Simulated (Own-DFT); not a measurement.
## Calculated data, Hf36O71 (tetragonal hafnia with one neutral oxygen vacancy, atoms displaced)

A calculation, not a measurement: plane-wave PBE and HSE06 DFT by an unreviewed code, no spin, of a simulated cell at Gamma alone, so results move with cell size and shape, stress positive in tension, energies less offsets, not probed for a lower state with spin; hafnium file: forces about 75 meV/angstrom off all-electron values; oxygen file: force components 24 meV/angstrom off all-electron in a glass; k mesh not checked against a denser one; forces and stress are PBE's, HSE06 gives the energy alone, and its difference from PBE has offsets of its own; offsets are fitted by least squares, one for each functional and potential file, so energies compare only between cells with the same atoms and settings and are not formation energies; the far tail of each file's local potential was reset to the Coulomb form; each entry is a single point on an unrelaxed cell, so the pressure reflects the starting lattice, taken from the Materials Project, from which strain is counted, and rises with the displacements; printed positions are rounded, which can move forces by about a meV/angstrom; the program is a retired in-house code; no spin-orbit coupling. Program: Own-DFT development build.

Common to all runs: first functional PBE; second functional HSE06; exact exchange share 0.25; screening 0.11 1/bohr; exchange divergence Gygi-Baldereschi; potential files PseudoDojo norm-conserving, scalar-relativistic, made for PBE, standard set; wave cutoff 48 hartree; occupations fixed; k mesh 1 x 1 x 1 centred on Gamma.

(1) Hf36O71 (tetragonal hafnia with one neutral oxygen vacancy, atoms displaced)

```
Hf36O71
1.0
     10.7800     0.0000     0.0000
      0.0000    10.7800     0.0000
      0.0000     0.0000    10.4493
Hf O Hf O Hf O Hf O Hf O Hf O Hf O Hf O Hf O Hf O Hf O Hf O Hf O Hf O Hf O Hf O Hf O Hf O
2 4 2 4 2 4 2 4 2 4 2 3 2 4 2 4 2 4 2 4 2 4 2 4 2 4 2 4 2 4 2 4 2 4 2 4
Direct
  0.99718 0.99404 0.99494
  0.16707 0.16519 0.25108
  0.00105 0.16199 0.15503
  0.16638 0.00310 0.34627
  0.00119 0.17191 0.39669
  0.16440 0.99814 0.09915
  0.99700 0.00391 0.50206
  0.16175 0.16717 0.75129
  0.00279 0.16514 0.65550
  0.17419 0.00727 0.85467
  0.00287 0.16868 0.90169
  0.16812 0.99736 0.60132
  0.01115 0.33361 0.99647
  0.17078 0.48974 0.25482
  0.99780 0.50219 0.15539
  0.16740 0.33123 0.35099
  0.00081 0.50198 0.40683
  0.17044 0.33026 0.10201
  0.99512 0.33951 0.49802
  0.16928 0.49794 0.75145
  0.00405 0.49552 0.65939
  0.17108 0.33638 0.84397
  0.00160 0.49630 0.90274
  0.16850 0.34127 0.58931
  0.99903 0.66090 0.00319
  0.16684 0.84002 0.24651
  0.99738 0.83773 0.15038
  0.16569 0.66287 0.35129
  0.99586 0.82901 0.41208
  0.15972 0.66506 0.10457
  0.00078 0.66836 0.49779
  0.17204 0.83064 0.75023
  0.99508 0.83135 0.65621
  0.16002 0.66399 0.85186
  0.00166 0.83380 0.89979
  0.33130 0.99730 0.99973
  0.51082 0.16985 0.24805
  0.34126 0.16801 0.15496
  0.50105 0.00695 0.34573
  0.32975 0.16362 0.40480
  0.50155 0.99813 0.09419
  0.32975 0.00022 0.49748
  0.50419 0.16727 0.75239
  0.32185 0.16584 0.65782
  0.49847 0.99605 0.84568
  0.33147 0.16455 0.90704
  0.49904 0.99443 0.60167
  0.33410 0.34168 0.00325
  0.49540 0.50353 0.25762
  0.33748 0.50051 0.14874
  0.50296 0.33871 0.34625
  0.33153 0.50155 0.40335
  0.49211 0.33771 0.10036
  0.33263 0.33612 0.50081
  0.49355 0.50589 0.75237
  0.33831 0.50418 0.65156
  0.49467 0.32848 0.85496
  0.33255 0.49200 0.89506
  0.50312 0.33450 0.59581
  0.34242 0.66189 0.00293
  0.49913 0.83359 0.24905
  0.33514 0.82867 0.14878
  0.50413 0.66670 0.34708
  0.33108 0.83341 0.39660
  0.50093 0.66891 0.09394
  0.33692 0.66660 0.50544
  0.50032 0.83589 0.74286
  0.33205 0.82864 0.65670
  0.49852 0.66363 0.84572
  0.33440 0.83037 0.90435
  0.50273 0.66954 0.59415
  0.67600 0.00234 0.99695
  0.83650 0.17244 0.24943
  0.66372 0.16192 0.14829
  0.83609 0.00116 0.34182
  0.67116 0.16461 0.39678
  0.83405 0.99805 0.09379
  0.66907 0.00301 0.49119
  0.83615 0.15906 0.75052
  0.66405 0.16684 0.65868
  0.84369 0.99987 0.84489
  0.66637 0.16335 0.90110
  0.82888 0.99826 0.59240
  0.66444 0.32675 0.99795
  0.82978 0.49950 0.24499
  0.66882 0.50224 0.15207
  0.83894 0.33647 0.34413
  0.66411 0.50518 0.39676
  0.83217 0.33215 0.09583
  0.66612 0.32954 0.51030
  0.82534 0.49803 0.75710
  0.66349 0.50130 0.65335
  0.83328 0.33461 0.84792
  0.65982 0.50714 0.91149
  0.82647 0.33875 0.59850
  0.65790 0.66648 0.00426
  0.83035 0.83237 0.25232
  0.66973 0.83960 0.15491
  0.84047 0.65992 0.34836
  0.66706 0.83353 0.39904
  0.82957 0.67487 0.09738
  0.66486 0.66893 0.49236
  0.82657 0.83719 0.74324
  0.66019 0.82220 0.65035
  0.83571 0.67031 0.84963
  0.66840 0.83827 0.90546
  0.82762 0.66796 0.59376
```

Results for Hf36O71 (tetragonal hafnia with one neutral oxygen vacancy, atoms displaced): PBE energy of cell above offsets -98.253 eV; HSE06 less PBE above offsets 0.005 eV; PBE pressure 2.04 GPa; PBE stress xx -2 GPa; PBE stress yy -1.43 GPa; PBE stress zz -2.68 GPa; PBE stress yz 0.09 GPa; PBE stress xz -0.44 GPa; PBE stress xy -0.08 GPa.

Force:
```tsv
element	x (eV/Å)	y (eV/Å)	z (eV/Å)
Hf	1.187	-0.154	0.774
Hf	0.928	0.132	-0.773
O	-0.08	0.476	-0.312
O	-0.339	-0.729	0.78
O	-0.377	-0.693	1.17
O	0.433	-0.176	0.303
Hf	1.252	-0.739	-0.651
Hf	1.77	-0.493	1.231
O	-1.703	-0.159	-1.241
O	-0.674	-1.292	-0.851
O	-0.434	-0.01	-0.062
O	-0.912	-0.248	-0.56
Hf	-1.439	-0.086	0.641
Hf	-1.125	2.545	-0.413
O	0.634	-0.557	-0.224
O	0.189	-0.143	-0.196
O	0.32	-0.864	-0.202
O	-0.521	0.476	0.031
Hf	0.55	0.481	0.342
Hf	-0.787	1.14	-0.591
O	-1.164	0.29	-0.312
O	-0.672	-0.961	0.785
O	-0.094	-0.016	0.422
O	-0.494	-0.109	0.638
Hf	-0.134	1.036	-0.364
Hf	-0.252	-1.742	-0.262
O	0.19	0.059	0.777
O	0.062	0.442	0.012
O	0.191	2.156	-0.984
O	1.57	0.053	-0.713
Hf	0.138	-0.666	1.277
Hf	-1.84	0.157	1.128
O	0.819	0.19	-0.226
O	0.677	-0.021	-0.919
O	0.224	-0.228	0.5
Hf	0.485	1.038	-0.105
Hf	-2.569	0.015	-0.191
O	-0.973	-0.346	0.684
O	0.23	-1.227	0.332
O	0.131	0.928	0.463
O	0.357	-0.278	0.011
Hf	0.34	0.288	0.398
Hf	-2.857	-0.832	0.85
O	2.303	0.369	-0.63
O	0.128	0.827	-0.395
O	0.317	0.878	0.354
O	0.239	0.333	-1.152
Hf	0.463	-3.114	-0.479
Hf	1.788	-1.182	-0.724
O	-0.945	0.462	0.118
O	-0.155	-0.936	0.515
O	0.39	-0.103	-0.379
O	2.314	-0.08	-0.041
Hf	-0.024	-1.285	-0.156
Hf	1.648	-1.504	-0.059
O	-0.921	0.238	-0.648
O	0.94	0.773	-0.838
O	0.332	2.195	0.346
O	-1.123	-0.547	0.684
Hf	-3.021	0.976	-0.799
Hf	0.162	1.488	-0.32
O	-0.266	-0.084	0.405
O	-0.496	0.907	-0.139
O	0.42	0.067	0.668
O	-0.553	0.094	1.649
Hf	-1.774	0.61	-0.547
Hf	-0.258	0.341	1.322
O	0.353	-0.484	-1.15
O	-0.344	1.156	0.611
O	-0.268	-0.682	-0.17
O	-0.631	-0.348	0.258
Hf	-2.226	-1.298	1.221
Hf	0.467	-0.178	-0.709
O	1.57	0.761	-0.505
O	-0.05	0.259	0.758
O	0.083	1.024	0.68
O	0.217	0.447	0.079
Hf	-1.676	-0.852	0.057
Hf	0.087	1.986	0.324
O	1.285	-0.048	-1.249
O	-0.65	0.211	-0.015
O	0.319	0.453	-0.681
O	0.125	0.428	0.716
Hf	-0.22	1.463	0.736
Hf	0.197	0.479	0.343
O	-1.412	0.041	-0.067
O	-0.255	-0.307	0.634
O	0.158	-1.373	0.875
O	0.21	-0.44	-0.316
Hf	-0.453	1.578	-1.91
Hf	0.955	1.611	-0.795
O	-0.317	-0.375	0.452
O	-0.643	-1.095	-0.073
O	0.415	-2.023	-1.047
O	1.387	-0.542	0.197
Hf	3.26	1.036	-0.767
Hf	0.934	-0.992	-0.719
O	-1.089	-0.359	0.156
O	-0.485	1.204	-0.398
O	0.172	0.752	0.011
O	0.001	-0.451	0.132
Hf	1.025	-0.884	0.935
Hf	0.749	-2.698	0.834
O	1.166	0.974	-0.227
O	-0.252	-0.547	-0.748
O	0.008	-0.671	-0.663
O	0.674	-0.075	0.048
```

(2) Hf36O71 (tetragonal hafnia with one neutral oxygen vacancy, atoms displaced)

```
Hf36O71
1.0
     10.7800     0.0000     0.0000
      0.0000    10.7800     0.0000
      0.0000     0.0000    10.4493
Hf O Hf O Hf O Hf O Hf O Hf O Hf O Hf O Hf O Hf O Hf O Hf O Hf O Hf O Hf O Hf O Hf O Hf O
2 4 2 4 2 4 2 4 2 4 2 4 2 4 2 4 2 4 2 4 2 3 2 4 2 4 2 4 2 4 2 4 2 4 2 4
Direct
  0.99836 0.00424 0.00493
  0.16370 0.17049 0.23905
  0.99773 0.17336 0.15278
  0.16525 0.99108 0.34133
  0.00369 0.17584 0.39363
  0.17570 0.00481 0.10062
  0.98212 0.99965 0.50263
  0.16952 0.16659 0.75948
  0.99728 0.15952 0.64465
  0.16323 0.00125 0.84393
  0.01368 0.16550 0.90770
  0.15494 0.00038 0.60038
  0.99877 0.33866 0.00058
  0.16006 0.50575 0.25071
  0.99208 0.50283 0.13488
  0.18050 0.33660 0.33894
  0.00573 0.50867 0.40657
  0.16591 0.32908 0.10002
  0.00221 0.32338 0.50570
  0.17658 0.49671 0.75908
  0.00362 0.47989 0.65518
  0.15562 0.33734 0.85953
  0.00163 0.49542 0.91168
  0.17607 0.32342 0.59662
  0.98852 0.66911 0.98511
  0.16447 0.84083 0.26118
  0.00548 0.83130 0.14503
  0.16043 0.66795 0.35866
  0.00153 0.81830 0.40481
  0.17321 0.66639 0.09418
  0.01858 0.68279 0.49287
  0.16867 0.84293 0.75454
  0.98678 0.84099 0.64848
  0.15421 0.67613 0.85287
  0.01785 0.83712 0.89248
  0.16356 0.66858 0.58864
  0.34674 0.00429 0.00461
  0.49943 0.14496 0.24896
  0.33030 0.16134 0.14675
  0.51498 0.99349 0.34611
  0.32603 0.16744 0.42039
  0.50012 0.00402 0.09819
  0.32865 0.01122 0.48994
  0.50699 0.17272 0.74362
  0.33364 0.16392 0.65435
  0.49401 0.00593 0.84717
  0.32432 0.16812 0.90309
  0.49676 0.00173 0.58924
  0.33329 0.34619 0.00182
  0.49804 0.50119 0.24001
  0.32899 0.50980 0.14869
  0.51754 0.32793 0.34516
  0.33164 0.50041 0.39156
  0.50266 0.32779 0.10359
  0.31561 0.32629 0.50538
  0.50587 0.49540 0.75161
  0.33999 0.49216 0.64612
  0.50597 0.32787 0.84903
  0.33783 0.50017 0.89716
  0.50298 0.32998 0.60116
  0.33689 0.66036 0.00759
  0.49284 0.83911 0.24464
  0.32961 0.82964 0.14633
  0.49414 0.66139 0.33920
  0.49868 0.66999 0.10693
  0.31843 0.66249 0.48571
  0.51066 0.83623 0.75999
  0.32741 0.83123 0.65717
  0.49519 0.67752 0.85288
  0.33154 0.82415 0.89529
  0.51020 0.66420 0.60498
  0.66538 0.01045 0.00644
  0.83744 0.16176 0.24135
  0.67398 0.16829 0.14834
  0.84418 0.99290 0.34762
  0.67995 0.17086 0.40211
  0.83558 0.99446 0.10552
  0.66355 0.00853 0.49095
  0.82813 0.16437 0.75423
  0.65984 0.17596 0.64969
  0.82101 0.99327 0.85088
  0.67081 0.17168 0.89485
  0.84250 0.00814 0.60112
  0.66558 0.34478 0.99484
  0.83693 0.50446 0.25830
  0.67117 0.49442 0.16177
  0.82686 0.33545 0.35771
  0.65983 0.49771 0.39547
  0.81929 0.33595 0.10430
  0.67558 0.34055 0.49923
  0.84833 0.49444 0.75236
  0.67551 0.50596 0.65243
  0.82291 0.33023 0.83581
  0.67645 0.52345 0.88532
  0.83702 0.34029 0.59911
  0.68314 0.66953 0.00454
  0.83533 0.82941 0.25311
  0.67658 0.82698 0.14025
  0.82930 0.66495 0.34538
  0.66846 0.84202 0.40585
  0.83046 0.67027 0.10214
  0.67225 0.67690 0.50205
  0.83842 0.83593 0.75144
  0.66034 0.83420 0.66437
  0.84036 0.66114 0.85226
  0.65864 0.82599 0.91943
  0.83269 0.66716 0.59761
```

It finds PBE energy of cell above offsets -86.765 eV; HSE06 less PBE above offsets 0.583 eV; PBE pressure 5.16 GPa; PBE stress xx -4.35 GPa; PBE stress yy -6.39 GPa; PBE stress zz -4.73 GPa; PBE stress yz 0.73 GPa; PBE stress xz 1.27 GPa; PBE stress xy 0.41 GPa.

Force:
```tsv
element	x (eV/Å)	y (eV/Å)	z (eV/Å)
Hf	2.146	-1.904	-0.363
Hf	0.212	-0.124	0.655
O	0.319	-0.457	-1.154
O	0.391	4.113	2.052
O	0.197	-1.817	-0.122
O	-1.89	0.157	-0.563
Hf	4.573	0.495	-0.924
Hf	0.215	-0.97	-0.802
O	0.084	1.519	1.037
O	0.315	1.172	1.035
O	-1.63	0.285	-0.37
O	1.254	0.098	-1.43
Hf	-0.152	-0.899	1.46
Hf	0.002	0.165	-0.715
O	0.845	-0.44	2.327
O	-0.598	-0.582	0.527
O	0.049	-1.669	-1.064
O	-0.006	0.28	-0.125
Hf	-1.511	2.072	0.069
Hf	-0.666	1.883	-1.003
O	2.429	0.479	0.854
O	0.97	0.175	-1.018
O	-0.606	0.854	-2.355
O	-5.29	0.046	2.969
Hf	2.916	0.767	1.867
Hf	0.784	-3.36	-4.043
O	-0.911	0.346	0.841
O	1.668	0.416	-1.899
O	-0.786	8.141	-4.524
O	-1.958	-0.775	0.877
Hf	-4.784	-7.628	4.587
Hf	1.075	-0.939	-0.959
O	1.884	-0.355	-0.648
O	0.36	-3.33	-1.56
O	-2.929	1.122	1.426
O	2.115	-0.458	2.943
Hf	-3.944	-1.228	-3.149
Hf	1.041	6.694	-0.412
O	1.611	-0.011	1.561
O	-0.96	0.856	0.672
O	0.446	0.255	-4.273
O	1.556	-0.26	1.658
Hf	-1.016	-4.987	4.705
Hf	-2.181	-0.433	-0.196
O	-0.277	0.034	0.405
O	0.673	0.338	1.051
O	-0.007	1.082	0.513
O	0.511	0.421	-0.635
Hf	0.413	-2.463	0.678
Hf	1.19	-1.103	2.546
O	-0.002	-1.738	-0.657
O	-1.299	-1.394	-0.955
O	-0.611	-0.346	0.633
O	-0.883	0.757	-1.867
Hf	7.178	3.481	-2.063
Hf	1.211	2.607	-2.18
O	-1.756	0.393	0.895
O	-0.164	1.503	1.083
O	-0.405	-0.341	-0.408
O	-0.65	0.28	-0.097
Hf	0.309	2.718	-1.207
Hf	0.406	-5.054	-0.437
O	0.711	1.225	1.282
O	-0.291	2.617	0.834
O	1.068	-0.521	-0.987
Hf	3.795	0.546	1.378
Hf	-4.079	-1.68	-0.171
O	1.206	0.181	-1.268
O	-0.045	-2.685	-0.121
O	-0.457	2.144	1.693
O	-1.087	0.084	-1.2
Hf	1.633	-1.347	-1.498
Hf	-1.358	1.648	2.347
O	-1.77	-1.734	-0.173
O	0.183	1	0.374
O	-0.14	-1.92	-0.473
O	-0.103	1.137	-0.64
Hf	-0.201	-0.03	2.088
Hf	-0.189	-0.329	-1.571
O	3.226	-1.252	-0.406
O	0.535	1.378	0.712
O	0.039	-0.713	1.126
O	-5.317	0.027	1.426
Hf	-0.253	0.345	0.586
Hf	-0.952	-1.964	-0.074
O	-0.461	0.692	-2.105
O	1.528	-0.054	-1.189
O	0.684	1.872	1.163
O	2.213	-0.722	-1.377
Hf	-2.073	1.101	-0.67
Hf	-2.336	1.095	-2.248
O	-0.248	-1.306	0.093
O	0.768	0.139	2.144
O	-1.123	-3.604	1.843
O	0.517	-1.031	0.184
Hf	-4.168	-0.338	-0.004
Hf	-0.491	-0.653	-1.663
O	-1.12	1.575	2.928
O	-0.18	1.17	0.463
O	0.575	-0.637	-0.608
O	2.761	-0.239	0.775
Hf	-1.428	-2.545	0.853
Hf	-1.281	-1.96	-0.443
O	3.749	0.78	-1.362
O	1.008	2.121	0.03
O	0.234	2.952	-1.949
O	1.24	0.487	0.127
```

(3) Hf36O71 (tetragonal hafnia with one neutral oxygen vacancy, atoms displaced)

```
Hf36O71
1.0
     10.7800     0.0000     0.0000
      0.0000    10.7800     0.0000
      0.0000     0.0000    10.4493
Hf O Hf O Hf O Hf O Hf O Hf O Hf O Hf O Hf O Hf O Hf O Hf O Hf O Hf O Hf O Hf O Hf O Hf O
2 4 2 4 2 4 2 4 2 4 2 4 2 4 2 4 2 4 2 4 2 4 2 4 2 4 2 4 2 3 2 4 2 4 2 4
Direct
  0.00389 0.99724 0.01061
  0.17769 0.17717 0.26266
  0.99920 0.17003 0.14788
  0.16008 0.00702 0.34365
  0.99186 0.15850 0.41318
  0.16793 0.01082 0.09860
  0.00133 0.00432 0.50800
  0.16237 0.16446 0.76022
  0.00972 0.16356 0.66695
  0.16341 0.99179 0.84912
  0.99525 0.15523 0.89684
  0.15505 0.00112 0.60638
  0.00089 0.33286 0.98427
  0.16810 0.48809 0.25746
  0.00173 0.51124 0.15753
  0.17556 0.31850 0.34984
  0.99214 0.49277 0.42457
  0.17215 0.32819 0.10701
  0.99552 0.34346 0.50068
  0.16994 0.51360 0.75149
  0.00467 0.49301 0.64960
  0.16551 0.33076 0.83677
  0.99840 0.49853 0.90147
  0.15790 0.33670 0.61885
  0.98534 0.66166 0.99887
  0.16741 0.83718 0.25043
  0.99837 0.82686 0.15575
  0.16283 0.67052 0.32956
  0.99261 0.82725 0.40018
  0.15389 0.67098 0.09261
  0.99883 0.66690 0.50253
  0.16992 0.82883 0.74678
  0.98383 0.82123 0.65938
  0.17776 0.66086 0.84906
  0.00647 0.82825 0.90081
  0.15432 0.66665 0.60227
  0.33858 0.99768 0.00430
  0.49660 0.16391 0.24882
  0.32213 0.17045 0.14968
  0.48040 0.00700 0.35344
  0.33589 0.16425 0.40465
  0.48418 0.00023 0.09964
  0.33652 0.99225 0.49951
  0.49363 0.17330 0.75086
  0.32545 0.16058 0.65410
  0.49565 0.99460 0.85319
  0.34349 0.17094 0.91227
  0.50389 0.99691 0.60319
  0.33368 0.34298 0.00814
  0.49796 0.48994 0.24374
  0.33904 0.49784 0.14211
  0.49816 0.32795 0.35046
  0.33076 0.49716 0.40201
  0.50485 0.33229 0.11720
  0.31247 0.32910 0.49332
  0.50368 0.52200 0.75779
  0.33223 0.50257 0.65848
  0.48880 0.33819 0.85150
  0.33577 0.49890 0.89661
  0.49751 0.33160 0.60091
  0.32046 0.66463 0.99213
  0.49476 0.82505 0.24671
  0.32777 0.82558 0.14798
  0.49276 0.65666 0.34670
  0.33561 0.83740 0.42130
  0.50598 0.68411 0.09035
  0.34071 0.66783 0.49686
  0.50630 0.84000 0.76230
  0.33468 0.83123 0.66332
  0.51139 0.68032 0.85417
  0.33690 0.84292 0.92136
  0.49654 0.65381 0.59459
  0.65891 0.99274 0.00288
  0.82365 0.16665 0.24471
  0.67011 0.15838 0.13316
  0.83625 0.99809 0.34062
  0.67994 0.16777 0.39219
  0.83338 0.99813 0.09798
  0.66212 0.00223 0.50193
  0.83543 0.17494 0.75076
  0.67055 0.15709 0.65356
  0.81887 0.00091 0.85609
  0.66676 0.16632 0.90307
  0.83871 0.99410 0.60809
  0.67815 0.32926 0.00429
  0.83538 0.50094 0.25422
  0.66698 0.50370 0.15186
  0.81991 0.31856 0.35400
  0.82860 0.33736 0.09066
  0.67106 0.33934 0.48312
  0.84199 0.47277 0.75571
  0.65988 0.49464 0.64880
  0.82019 0.34071 0.86143
  0.67377 0.49408 0.89550
  0.83340 0.33006 0.59315
  0.66147 0.67478 0.99677
  0.83774 0.84314 0.24546
  0.66431 0.83202 0.14053
  0.84456 0.66834 0.32366
  0.65843 0.84695 0.39715
  0.83252 0.67591 0.09427
  0.66279 0.64195 0.49645
  0.83911 0.84372 0.74446
  0.66797 0.82573 0.66047
  0.83011 0.65972 0.84633
  0.67456 0.84589 0.90092
  0.83651 0.68635 0.59975
```

It finds PBE energy of cell above offsets -85.797 eV; HSE06 less PBE above offsets 0.728 eV; PBE pressure 5.42 GPa; PBE stress xx -2.73 GPa; PBE stress yy -8.07 GPa; PBE stress zz -5.45 GPa; PBE stress yz -1.46 GPa; PBE stress xz 0.55 GPa; PBE stress xy 0.06 GPa.

Force:
```tsv
element	x (eV/Å)	y (eV/Å)	z (eV/Å)
Hf	-0.177	-0.466	-0.996
Hf	-2.388	-8.046	-5.539
O	-0.296	0.638	0.841
O	0.766	-1.498	1.142
O	0.381	2.832	-0.372
O	0.026	-1.342	0.239
Hf	-1	-1.32	-1.028
Hf	2.072	-1.578	-0.273
O	-3.311	0.451	-1.649
O	0.419	0.404	-0.033
O	-0.15	2.392	0.99
O	2.122	-1.553	-0.625
Hf	1.295	-2.64	2.588
Hf	0.19	2.711	-2.52
O	0.158	-1.519	0.939
O	-1.303	7.289	3.968
O	0.458	3.434	-5.091
O	-1.882	1.846	-0.49
Hf	0.983	-6.341	3.849
Hf	0.191	-3.985	-2.04
O	-1.388	0.175	1.19
O	-0.724	1.749	3.433
O	0.129	-0.733	-0.644
O	1.035	-0.275	-4.191
Hf	0.136	2.136	-0.351
Hf	-1.922	0.717	-1.314
O	1.315	1.222	-0.556
O	0.662	-2.226	1.881
O	0.851	1.089	0.913
O	2.162	-0.624	-0.869
Hf	-2.084	2.265	0.363
Hf	-2.601	1.746	1.12
O	7.058	0.269	-2.232
O	0.346	2.71	0.769
O	-0.313	0.06	0.69
O	2.414	0.238	-0.407
Hf	-3.904	3.109	-1.066
Hf	-0.162	0.318	-0.848
O	2.922	0.344	1.197
O	0.911	-1.228	-0.747
O	-0.722	0.518	-0.315
O	3.809	-0.022	2.622
Hf	-0.266	4.259	2.927
Hf	0.197	1.352	0.102
O	0.47	-0.04	-0.055
O	0.283	1.932	0.451
O	-0.43	-0.336	-0.414
O	-1.088	-0.141	-0.438
Hf	1.838	-2.377	-1.709
Hf	1.07	-0.647	0.033
O	-1.466	0.811	0.962
O	0.677	0.987	0.227
O	-1.102	-0.009	-0.629
O	-0.402	-0.053	-1.554
Hf	3.096	-0.3	4.826
Hf	-0.408	-4.348	-0.695
O	0.054	0.893	-0.724
O	0.6	0.464	-0.209
O	-0.195	1.124	0.637
O	-0.17	-0.799	-1.379
Hf	-0.324	1.383	2.171
Hf	1.641	0.732	-0.641
O	0.369	0.012	2.159
O	0.466	0.702	0.262
O	-0.299	-3.167	-2.844
O	-2.648	-0.987	1.202
Hf	-1.327	-1.611	1.317
Hf	1.004	1.216	-2.139
O	0.651	-0.421	-0.601
O	-0.697	-1.348	0.083
O	-0.318	-4.141	-2.755
O	0.975	0.377	-0.096
Hf	1.635	2.161	-0.524
Hf	1.93	-2.386	-0.608
O	-1.334	0.494	2.257
O	-0.251	1.355	0.898
O	-2.139	-1.391	0.474
O	-0.041	-0.467	0.309
Hf	1.393	0.002	0.721
Hf	-1.203	-4.256	0.502
O	-0.144	0.513	-0.046
O	1.236	1.384	-1.025
O	-0.337	0.727	-0.541
O	-0.801	0.932	-1.178
Hf	-4.954	-0.187	-1.615
Hf	-0.873	-0.096	-1.536
O	0.067	0.147	1.166
O	1.386	3.914	-0.97
O	3.6	0.273	2.191
Hf	-2.444	-1.1	2.277
Hf	-1.407	7.988	-2.592
O	1.914	0.696	-1.363
O	2.017	-4.677	0.44
O	-1.493	1.02	0.708
O	-0.347	0.336	1.636
Hf	3.037	-0.246	-0.81
Hf	-0.889	-0.535	-0.293
O	-0.598	0.748	1.462
O	-1.198	-1.263	2.423
O	-0.546	-2.224	-0.129
O	-1.362	-0.658	-0.109
Hf	1.537	2.714	1.794
Hf	-4.013	-0.958	3.394
O	-1.564	0.412	-0.701
O	0.493	-0.342	-0.381
O	-1.124	-3.074	-0.261
O	-1.912	-2.738	-2.984
```
